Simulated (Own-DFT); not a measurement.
# Same atoms, different arrangement: As32Ga32, 64 atoms

These are calculations, not measurements. They come from Own-DFT, an in-house plane-wave density functional program, since retired, whose code no person has reviewed. Each row is one single-point run on a periodic cell that was not relaxed, without spin or spin-orbit coupling.

Settings of every run: PBE; PseudoDojo norm-conserving scalar-relativistic files; cutoff 42 hartree; 3 x 3 x 3 k mesh centred on Gamma; Fermi-Dirac smearing of 0.1 eV.

Known limits, some of them of some rows only: not probed for a lower state with spin; forces on such cells failed a check on a denser k mesh; forces not confirmed at this smearing and k mesh; stress not checked against mesh or cutoff.

All cells hold the same atoms in the same cell, with vectors in Å (11.307, 0.000, 0.000); (0.000, 11.307, 0.000); (0.000, 0.000, 11.307). Every atom was moved at random from its ideal site; u is the rms move along one axis. The defect's site can differ from row to row. E is the free energy of the cell above the lowest run. The arrangements:

- A: zincblende GaAs
- B: zincblende GaAs, with one As on a Ga site and one Ga on an As site, 2.4 Å apart

```
arrangement   u (Å)  E (eV)  P (GPa)
          A  0.0191   0.000     3.50
          A  0.0191   0.066     3.52
          A  0.0193   0.057     3.52
          A  0.0468   2.113     3.93
          A  0.0518   2.536     4.05
          A  0.0528   2.333     3.99
          B  0.0297   3.144     3.94
          B  0.0298   3.069     3.90
          B  0.0306   3.195     3.94
          B  0.0484   4.336     4.18
          B  0.0502   4.652     4.26
          B  0.0539   5.245     4.42
```

Question: once the cost of the random moves is taken out, how do the arrangements rank?

## Worked answer

Fit E = a + b u², with one b for all and one a for each arrangement, and with residuals divided by u², since the noise grows with the moves. Then b = 1018 eV/Å², the scatter at u = 0.04 Å is 0.12 eV, and against A:

- B: 2.53 ± 0.05 eV (higher)

These are energies of unrelaxed cells. Relaxing the atoms lowers the strained arrangements most, so the gaps would shrink and small ones could change sign.
